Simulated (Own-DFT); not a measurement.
# What a defect does to the pressure of its cell: C11b WSi2

No measurement is shown. These are fixed-geometry runs of a retired plane-wave code named Own-DFT, which no person has reviewed; spin and spin-orbit coupling are neglected.

Method: PBE; PseudoDojo norm-conserving scalar-relativistic files; cutoff 50 hartree; 5 x 5 x 5 k mesh centred on Gamma; cold (Marzari-Vanderbilt) smearing of 0.2 eV.

Keep in mind: forces on such cells failed a check on a denser k mesh; stress not checked against mesh or cutoff.

All runs share one cell, with vectors in Å (-2.148, -5.953, 3.409); (-6.444, 2.976, 1.136); (-2.553, -2.948, -6.757) and a volume of 403.2 Å³. u is the rms random offset of the atoms per axis. The defect's site can differ from row to row.

```
cell,formula,u (Å),P (GPa)
no defect,Si20W10,0.0173,4.39
no defect,Si20W10,0.0431,6.00
no defect,Si20W10,0.0439,5.45
one Si on a W site,Si21W9,0.0258,5.79
one Si on a W site,Si21W9,0.0260,?
one Si on a W site,Si21W9,0.0457,7.32
one Si on a W site,Si21W9,0.0514,7.89
one Si vacancy,Si19W10,0.0335,2.93
one Si vacancy,Si19W10,0.0431,3.69
one Si vacancy,Si19W10,0.0500,4.11
one W on a Si site,Si19W11,0.0275,10.08
one W on a Si site,Si19W11,0.0325,10.18
one W on a Si site,Si19W11,0.0446,11.16
```

## What the rows give

P = P0 + c u² + a shift for each defect gives P0 = 4.01 GPa, c = 935 ± 85 GPa/Å² and a scatter of 0.20 GPa. The shifts, and each times the cell's volume:

- one W on a Si site: 5.28 ± 0.16 GPa, 13.3 eV
- one Si on a W site: 1.31 ± 0.17 GPa, 3.3 eV
- one Si vacancy: -2.14 ± 0.17 GPa, -5.4 eV

Positive is outwards. The product with the volume (160.2 GPa Å³ to the eV) is nearly free of the cell's size; divided by the bulk modulus at the cell's pressure it gives the volume that the defect adds. The atoms around the defects weren't relaxed, which would change these numbers.

## Prediction

Question: what pressure belongs in the blank (one Si on a W site, u = 0.0260 Å)?

The fit gives 5.95 ± 0.25 GPa. The run itself gave 5.98 GPa.
